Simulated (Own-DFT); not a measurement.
Simulation results for Hf₃₆O₇₁ (tetragonal hafnia with one neutral oxygen vacancy, atoms displaced)

A calculation, not a measurement: plane-wave PBE and HSE06 DFT by an unreviewed code, no spin, of a simulated cell at Gamma alone, so results move with cell size and shape, stress positive in tension, energies less offsets, not probed for a lower state with spin; hafnium file: forces about 75 meV/angstrom off all-electron values; oxygen file: force components 24 meV/angstrom off all-electron in a glass; k mesh not checked against a denser one; forces and stress are PBE's, HSE06 gives the energy alone, and its difference from PBE has offsets of its own; offsets are fitted by least squares, one for each functional and potential file, so energies compare only between cells with the same atoms and settings and are not formation energies; the far tail of each file's local potential was reset to the Coulomb form; each entry is a single point on an unrelaxed cell, so the pressure reflects the starting lattice, taken from the Materials Project, from which strain is counted, and rises with the displacements; printed positions are rounded, which can move forces by about a meV/angstrom; the program is a retired in-house code; no spin-orbit coupling. Program: Own-DFT development build.

Common to all runs: first functional PBE; second functional HSE06; exact exchange share 0.25; screening 0.11 1/bohr; exchange divergence Gygi-Baldereschi; potential files PseudoDojo norm-conserving, scalar-relativistic, made for PBE, standard set; wave cutoff 48 hartree; occupations fixed; k mesh 1 x 1 x 1 centred on Gamma.

(1) Hf₃₆O₇₁ (tetragonal hafnia with one neutral oxygen vacancy, atoms displaced)

```
cell vectors (Å)
  10.7800     0.0000     0.0000
   0.0000    10.7800     0.0000
   0.0000     0.0000    10.4493
atoms (fractions of the cell vectors)
Hf  0.00537  0.00412  0.00521
Hf  0.16187  0.16474  0.24803
O   0.99784  0.16316  0.15813
O   0.16114  0.00115  0.34671
O   0.00143  0.16703  0.40838
O   0.16994  0.00249  0.08936
Hf  0.00259  0.99702  0.50005
Hf  0.17824  0.16812  0.74912
O   0.99953  0.16947  0.65287
O   0.16955  0.99886  0.84612
O   0.99445  0.16696  0.90290
O   0.16253  0.99570  0.59448
Hf  0.99846  0.33386  0.99783
Hf  0.16467  0.50327  0.24927
O   0.99365  0.49378  0.14037
O   0.15853  0.33007  0.34598
O   0.00494  0.50212  0.39914
O   0.16773  0.32313  0.09347
Hf  0.00210  0.32905  0.51312
Hf  0.17110  0.50022  0.74526
O   0.00281  0.50345  0.64800
O   0.16891  0.33666  0.85192
O   0.00622  0.49980  0.90717
O   0.16762  0.32996  0.60015
Hf  0.00029  0.66737  0.00195
Hf  0.17513  0.83733  0.25358
O   0.99737  0.83620  0.14438
O   0.16839  0.67342  0.34709
O   0.00983  0.83365  0.40791
O   0.16470  0.66659  0.09543
Hf  0.00321  0.66862  0.49494
Hf  0.16567  0.83811  0.75534
O   0.99531  0.83362  0.64694
O   0.17169  0.66155  0.84677
O   0.99955  0.82914  0.89651
O   0.16573  0.65846  0.59437
Hf  0.33877  0.99212  0.00442
Hf  0.50355  0.16623  0.24815
O   0.33984  0.16344  0.15904
O   0.49576  0.99327  0.35389
O   0.33021  0.16545  0.40036
O   0.50545  0.99844  0.10090
Hf  0.32532  0.00191  0.49680
Hf  0.49763  0.16598  0.74863
O   0.33943  0.16521  0.65295
O   0.50116  0.98804  0.83137
O   0.34381  0.17860  0.90885
O   0.49973  0.99904  0.60351
Hf  0.33270  0.33273  0.00190
Hf  0.50486  0.50803  0.24384
O   0.32687  0.50139  0.14653
O   0.33635  0.49527  0.40279
O   0.50172  0.32508  0.09762
Hf  0.33001  0.33275  0.50297
Hf  0.50221  0.50301  0.74917
O   0.32750  0.49581  0.65919
O   0.49387  0.33121  0.85051
O   0.33225  0.50245  0.89203
O   0.50180  0.33679  0.60013
Hf  0.33480  0.66845  0.99811
Hf  0.49484  0.83224  0.25383
O   0.32327  0.84504  0.15365
O   0.49137  0.66533  0.33211
O   0.32806  0.83773  0.40117
O   0.50506  0.66251  0.09957
Hf  0.33199  0.67575  0.50250
Hf  0.50106  0.83340  0.74815
O   0.32677  0.82877  0.65340
O   0.50271  0.66707  0.85488
O   0.33078  0.83086  0.90600
O   0.49891  0.66772  0.60834
Hf  0.66547  0.99414  0.99924
Hf  0.83263  0.16105  0.25196
O   0.66272  0.16078  0.15047
O   0.82219  0.00148  0.35670
O   0.66632  0.16466  0.40671
O   0.83731  0.99793  0.10163
Hf  0.66818  0.00029  0.50082
Hf  0.83755  0.16689  0.74760
O   0.66780  0.15596  0.64672
O   0.83183  0.99761  0.84467
O   0.66718  0.16140  0.90318
O   0.83855  0.00378  0.59635
Hf  0.65904  0.33391  0.00095
Hf  0.83301  0.50019  0.24053
O   0.67891  0.50447  0.15373
O   0.83412  0.33429  0.35493
O   0.66712  0.49964  0.40022
O   0.82865  0.32964  0.10267
Hf  0.66401  0.33231  0.49975
Hf  0.84241  0.49653  0.75128
O   0.67403  0.50561  0.64716
O   0.82629  0.33620  0.84889
O   0.66632  0.50205  0.90542
O   0.83492  0.33357  0.59475
Hf  0.65972  0.66462  0.99803
Hf  0.83209  0.82260  0.25252
O   0.66477  0.84473  0.15850
O   0.83270  0.66446  0.35265
O   0.65751  0.83908  0.40086
O   0.84224  0.66502  0.09532
Hf  0.66050  0.66726  0.50411
Hf  0.83613  0.83490  0.75093
O   0.65571  0.83654  0.65635
O   0.83547  0.66881  0.84812
O   0.67263  0.83896  0.89905
O   0.83370  0.66647  0.58755
```

| Quantity | Value |
| --- | --- |
| PBE energy of cell above offsets | -96.619 eV |
| HSE06 less PBE above offsets | 0.073 eV |
| PBE pressure | 2.4 GPa |
| PBE stress xx | -2.87 GPa |
| PBE stress yy | -1.47 GPa |
| PBE stress zz | -2.85 GPa |
| PBE stress yz | -0.39 GPa |
| PBE stress xz | 1.71 GPa |
| PBE stress xy | 0.11 GPa |

Force:
```csv
element,x (eV/Å),y (eV/Å),z (eV/Å)
Hf,-2.103,-1.137,-0.668
Hf,1.039,1.448,0.392
O,0.174,-0.261,-0.711
O,0.528,-0.011,-0.011
O,-0.016,-0.56,-0.312
O,0.275,0.401,0.877
Hf,-1.617,0.515,-0.207
Hf,-1.797,0.785,0.924
O,1.572,0.16,0.533
O,0.4,1.414,0.084
O,0.286,-0.034,-0.03
O,1.128,0.55,1.022
Hf,-0.223,0.33,0.653
Hf,-0.949,-0.753,0.44
O,1.685,0.022,1.138
O,0.689,0.629,-0.158
O,0.446,-0.019,-0.012
O,-0.616,-0.028,0.545
Hf,-0.975,0.707,-2.966
Hf,-1.381,0.492,1.736
O,-0.381,-0.648,0.552
O,-0.094,-1.333,-0.916
O,-0.735,-0.285,-1.241
O,0.58,-0.414,0.706
Hf,0.445,0.303,-1.135
Hf,-3.748,-0.51,-0.075
O,0.922,-0.089,1.455
O,0.604,-1.028,-0.214
O,-0.687,0.203,-1.464
O,0.858,0.073,0.574
Hf,-0.898,-1.135,0.586
Hf,-1.355,-1.847,-0.579
O,1.355,-0.099,0.731
O,0.006,1.411,-0.259
O,0.572,1.137,0.167
O,0.858,0.433,-0.147
Hf,0.198,1.738,-0.208
Hf,0.078,0.063,1.221
O,-1.11,-0.214,-0.512
O,-0.398,1.061,-0.715
O,0.122,0.523,0.939
O,-1.62,-0.547,-0.734
Hf,2.295,0.541,0.477
Hf,2.489,-0.594,0.466
O,-1.478,0.025,-0.518
O,-0.765,3.329,3.196
O,-0.652,-3.831,-1.22
O,-1.496,0.051,-1.481
Hf,-0.177,1.817,0.018
Hf,-0.49,-2.678,0.403
O,1.279,0.07,0.446
O,0.089,0.647,0.234
O,-0.463,1.049,0.866
Hf,0.855,0.347,-1.23
Hf,-0.155,-0.779,0.374
O,2.622,-0.067,-1.84
O,1.181,1.175,-0.649
O,0.756,0.092,1.581
O,-0.636,-0.061,-0.325
Hf,-1.19,-2.238,-0.61
Hf,1.617,2.239,-0.418
O,2.959,-0.583,-1.031
O,-0.163,0.714,2.504
O,0.107,-0.735,-0.102
O,-1.336,0.32,0.048
Hf,-0.914,-1.355,0.342
Hf,-0.885,-1.365,-0.727
O,0.482,-0.117,-0.394
O,0.125,0.113,0.041
O,0,0.445,-0.129
O,-0.842,-0.666,-1.316
Hf,1.855,1.186,0.583
Hf,-0.876,0.984,0.463
O,0.897,0.23,0.464
O,0.969,-1.225,-1.033
O,-0.871,0.788,-0.833
O,-0.469,0.472,-0.554
Hf,-0.208,0.377,0.729
Hf,-1.253,-0.772,0.467
O,-0.224,1.067,1.115
O,0.444,0.725,0.075
O,-0.55,0.778,-0.061
O,-0.508,-0.36,0.429
Hf,1.768,-1.478,-0.685
Hf,2.281,-1.455,2.773
O,-3.571,0.22,-1.493
O,-0.132,-0.255,-1.11
O,-1.461,0.611,-0.01
O,0.075,-0.151,-0.751
Hf,1.217,0.137,-0.788
Hf,-0.587,1.268,-0.484
O,-0.89,-0.183,1.015
O,0.521,-0.37,-0.177
O,-0.574,-0.378,-0.268
O,-0.562,-0.089,1.396
Hf,2.269,0.97,-0.901
Hf,0.15,1.926,-0.686
O,0.183,-1.322,-0.254
O,-0.112,0.322,-1.076
O,0.076,-2.445,0.356
O,-2.432,0.551,0.995
Hf,2.16,-0.279,-0.107
Hf,-0.399,-0.266,-0.197
O,2.834,-0.511,-1.122
O,-0.2,-0.941,-0.532
O,-0.534,-2.024,0.624
O,-0.622,0.532,0.629
```

(2) Hf₃₆O₇₁ (tetragonal hafnia with one neutral oxygen vacancy, atoms displaced)

```
cell vectors (Å)
  10.7800     0.0000     0.0000
   0.0000    10.7800     0.0000
   0.0000     0.0000    10.4493
atoms (fractions of the cell vectors)
Hf  0.00973  0.99808  0.00265
Hf  0.16923  0.17695  0.26942
O   0.99288  0.17178  0.14345
O   0.16228  0.00199  0.36092
O   0.99570  0.16478  0.39105
O   0.16406  0.00135  0.09759
Hf  0.00551  0.98969  0.50488
Hf  0.16413  0.15626  0.75278
O   0.99860  0.16422  0.63800
O   0.16687  0.99742  0.84337
O   0.99369  0.15081  0.89064
O   0.16840  0.00087  0.60072
Hf  0.00483  0.32723  0.00564
Hf  0.15647  0.51617  0.23773
O   0.99927  0.50579  0.16710
O   0.17168  0.33800  0.32729
O   0.00087  0.48736  0.40823
O   0.16860  0.33146  0.10184
Hf  0.99977  0.32979  0.50671
Hf  0.16795  0.49105  0.73865
O   0.98806  0.50737  0.65480
O   0.16125  0.32706  0.84843
O   0.00731  0.48778  0.90388
O   0.17043  0.33405  0.59776
Hf  0.00857  0.66489  0.00399
Hf  0.17376  0.82324  0.24162
O   0.00945  0.82879  0.16938
O   0.16753  0.67020  0.35500
O   0.00217  0.84042  0.39704
O   0.16423  0.66804  0.11536
Hf  0.99673  0.67044  0.51714
Hf  0.17468  0.82292  0.74901
O   0.00623  0.83422  0.66673
O   0.16067  0.65865  0.85379
O   0.98831  0.83567  0.90003
O   0.16942  0.67288  0.59454
Hf  0.32778  0.00188  0.01577
Hf  0.50024  0.16994  0.25166
O   0.34622  0.17885  0.15570
O   0.50520  0.98818  0.35036
O   0.34058  0.17607  0.39852
O   0.50048  0.00450  0.09368
Hf  0.32642  0.99960  0.48627
Hf  0.50527  0.16938  0.74396
O   0.33612  0.17348  0.64945
O   0.50213  0.00067  0.83238
O   0.35086  0.17827  0.91100
O   0.49254  0.99891  0.60695
Hf  0.32788  0.33983  0.00472
Hf  0.51737  0.52067  0.23475
O   0.32762  0.49216  0.14947
O   0.51077  0.34014  0.35566
O   0.33886  0.50066  0.39454
O   0.48587  0.33664  0.08652
Hf  0.33324  0.33559  0.49490
Hf  0.49993  0.48957  0.74777
O   0.32874  0.49843  0.67365
O   0.49933  0.33594  0.85463
O   0.33023  0.49395  0.89652
O   0.51408  0.33993  0.59991
Hf  0.32463  0.65560  0.00551
Hf  0.51096  0.84352  0.24931
O   0.32846  0.82300  0.15765
O   0.49243  0.66993  0.36468
O   0.49271  0.64583  0.09978
Hf  0.32623  0.66715  0.50080
Hf  0.50943  0.83082  0.75545
O   0.32657  0.81831  0.67302
O   0.50239  0.67381  0.84850
O   0.32929  0.84266  0.91357
O   0.50500  0.66390  0.59445
Hf  0.67096  0.99322  0.99273
Hf  0.83972  0.16199  0.25150
O   0.66425  0.18174  0.16082
O   0.83483  0.99859  0.35639
O   0.66584  0.18073  0.41489
O   0.82905  0.00338  0.10133
Hf  0.65883  0.00945  0.50419
Hf  0.84108  0.16007  0.75348
O   0.65083  0.16840  0.64471
O   0.82455  0.99625  0.83632
O   0.66308  0.16867  0.90624
O   0.83745  0.00346  0.60843
Hf  0.67338  0.33862  0.01044
Hf  0.83810  0.50338  0.24798
O   0.66978  0.50489  0.13933
O   0.83327  0.34200  0.34859
O   0.65113  0.50167  0.40647
O   0.83178  0.32886  0.09460
Hf  0.66282  0.32634  0.50891
Hf  0.83908  0.50198  0.74371
O   0.65757  0.50044  0.64022
O   0.83168  0.32498  0.85295
O   0.66871  0.48231  0.89055
O   0.82331  0.33099  0.59214
Hf  0.65654  0.66673  0.98924
Hf  0.82205  0.83557  0.24702
O   0.66817  0.82716  0.15240
O   0.82851  0.67483  0.34029
O   0.65500  0.82625  0.40304
O   0.82881  0.65742  0.08736
Hf  0.67626  0.65656  0.48181
Hf  0.83466  0.83647  0.74795
O   0.67278  0.82323  0.65980
O   0.84218  0.66204  0.84729
O   0.66715  0.82981  0.90574
O   0.82649  0.66178  0.60372
```

| Item | Value |
| --- | --- |
| PBE energy of cell above offsets | -85.870 eV |
| HSE06 less PBE above offsets | 0.686 eV |
| PBE pressure | 6 GPa |
| PBE stress xx | -8.96 GPa |
| PBE stress yy | -3.2 GPa |
| PBE stress zz | -5.84 GPa |
| PBE stress yz | -0.6 GPa |
| PBE stress xz | 1.25 GPa |
| PBE stress xy | -0.09 GPa |

Force:
```csv
element,x (eV/Å),y (eV/Å),z (eV/Å)
Hf,-1.995,-0.364,-0.759
Hf,-0.28,-2.058,-3.159
O,1.626,-0.646,0.286
O,1.695,0.152,-0.89
O,0.768,0.684,0.844
O,0.491,0.094,1.498
Hf,-0.907,1.316,-0.66
Hf,1.315,1.348,-0.992
O,0.891,0.682,1.24
O,-0.088,-0.387,1.272
O,0.507,0.957,0.568
O,0.963,-0.252,-0.005
Hf,-0.68,-0.931,-1.835
Hf,5.055,-2.223,4.447
O,-1.671,-0.13,-3.329
O,-0.085,1.722,3.136
O,0.238,2.941,0.191
O,-2.15,-0.129,-0.261
Hf,-1.99,-1.027,-1.107
Hf,-1.762,-0.825,3.448
O,4.366,-0.255,-2.023
O,-0.343,-0.542,-0.61
O,-0.358,1.551,1.227
O,-1.15,0.777,-0.574
Hf,-3.346,0.197,-2.416
Hf,-1.439,1.867,4.753
O,-3.076,0.066,-2.739
O,0.038,-0.438,-0.166
O,-0.57,-2.195,2.211
O,0.366,-0.374,-1.922
Hf,0.089,0.042,-2.175
Hf,-1.557,0.942,3.047
O,-0.93,-0.586,-2.765
O,0.22,0.531,0.411
O,0.813,-0.303,2.303
O,-2.349,-0.957,1.525
Hf,2.008,1.76,-3.144
Hf,1.039,2.494,0.332
O,-2.93,-1.746,0.567
O,-0.689,3.391,0.901
O,-0.687,-1.937,-0.094
O,0.742,-1.253,0.931
Hf,0.146,0.075,1.897
Hf,-3.146,0.567,3.298
O,-0.939,0.156,0.098
O,0.735,-0.523,1.9
O,-1.822,-3.082,-0.107
O,0.061,-0.644,-2.747
Hf,0.774,-1.158,-1.402
Hf,-3.799,-3.618,4.62
O,-0.384,1.931,-0.172
O,-1.08,-1.134,-1.761
O,-1.154,0.008,1.935
O,4.044,0.786,2.278
Hf,2.424,1.468,0
Hf,2.107,0.507,0.351
O,1.258,0.147,-3.538
O,0.065,-0.27,-1.877
O,-0.462,2.214,1.048
O,-5.692,0.044,1.637
Hf,1.081,-0.01,-1.746
Hf,-1.952,-2.934,1.036
O,3.439,0.634,-0.821
O,0.167,1.067,-3.53
O,0.565,2.379,-1.605
Hf,4.224,-0.035,-1.133
Hf,-0.918,0.665,-2.325
O,3.738,0.107,-2.539
O,-0.077,-2.153,1.599
O,-0.306,-1.755,0.712
O,-1.532,0.577,0.144
Hf,-0.968,3.222,-0.578
Hf,-1.049,1.434,0.333
O,0.492,-0.715,0.437
O,-1.238,-0.207,-0.737
O,0.198,-5.911,-2.71
O,0.604,-0.675,-0.214
Hf,0.576,-0.679,0.866
Hf,-1.254,1.584,-0.433
O,4.086,-1.189,-0.359
O,-0.838,0.313,2.416
O,0.471,-1.232,0.207
O,-0.939,-0.529,-1.514
Hf,-2.832,-1.915,-2.388
Hf,-1.906,-1.131,1.069
O,1.447,-0.36,0.397
O,0.087,-0.784,-1.09
O,1.223,-1.121,-3.128
O,2.338,1.113,1.502
Hf,0.419,4.301,-1.623
Hf,-5.479,-1.06,2.753
O,2.415,0.501,1.436
O,1.001,0.361,-1.106
O,-0.156,3.475,0.503
O,3.627,-0.052,1.711
Hf,1.39,-2.968,-0.436
Hf,3.172,1.18,1.281
O,-1.196,-0.208,-1.639
O,0.474,-1.627,0.725
O,1.032,2.166,-0.973
O,1.09,0.746,0.289
Hf,-2.985,1.373,4.085
Hf,-0.024,-1.53,0.444
O,-0.627,1.194,-0.532
O,-0.398,0.225,-0.271
O,0.134,0.32,-0.43
O,1.85,0.413,-1.054
```
